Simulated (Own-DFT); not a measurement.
# What a defect does to the pressure of its cell: D0_22 TiAl3

Source: density functional calculations with Own-DFT, an unreviewed in-house program that is no longer used. Nothing was measured or relaxed, and spin and spin-orbit coupling are left out.

Common settings: PBEsol; PseudoDojo norm-conserving scalar-relativistic files, made for PBE; cutoff 42 hartree; 4 x 4 x 4 k mesh centred on Gamma; cold (Marzari-Vanderbilt) smearing of 0.2 eV.

Caveats: forces on such cells failed a check on a denser k mesh; stress not checked against mesh or cutoff.

All runs share one cell, with vectors in Å (-2.365, -6.981, 4.326); (-7.667, 3.491, 1.442); (-2.950, -3.488, -7.241) and a volume of 625.4 Å³. Atoms were moved at random from their sites; u is the rms move along one axis. The defect's site can differ from row to row.

```
cell,formula,u (Å),P (GPa)
no defect,Al30Ti10,0.0189,0.04
no defect,Al30Ti10,0.0191,0.07
no defect,Al30Ti10,0.0495,0.75
two Al vacancies,Al28Ti10,0.0299,-0.62
two Al vacancies,Al28Ti10,0.0313,-0.59
two Al vacancies,Al28Ti10,0.0506,?
two Al vacancies,Al28Ti10,0.0509,0.16
two Al on a Ti site each,Al32Ti8,0.0311,1.24
two Al on a Ti site each,Al32Ti8,0.0463,1.63
two Al on a Ti site each,Al32Ti8,0.0503,1.65
two Ti on an Al site each,Al28Ti12,0.0289,1.24
two Ti on an Al site each,Al28Ti12,0.0297,1.06
two Ti on an Al site each,Al28Ti12,0.0472,1.63
```

## What the rows give

P = P0 + c u² + a shift for each defect gives P0 = -0.09 GPa, c = 357 ± 33 GPa/Å² and a scatter of 0.09 GPa. The shifts, and each times the cell's volume:

- two Ti on an Al site each: 0.93 ± 0.07 GPa, 3.6 eV (1.8 eV for each of its 2 sites)
- two Al on a Ti site each: 0.92 ± 0.08 GPa, 3.6 eV (1.8 eV for each of its 2 sites)
- two Al vacancies: -0.79 ± 0.07 GPa, -3.1 eV (-1.5 eV for each of its 2 sites)

Positive is outwards. The product with the volume (160.2 GPa Å³ to the eV) is nearly free of the cell's size; divided by the bulk modulus at the cell's pressure it gives the volume that the defect adds. The atoms around the defects weren't relaxed, which would change these numbers.

## Withheld run

Q: what pressure belongs in the blank (two Al vacancies, u = 0.0506 Å)?

The fit gives 0.04 ± 0.11 GPa. Computed: -0.22 GPa.
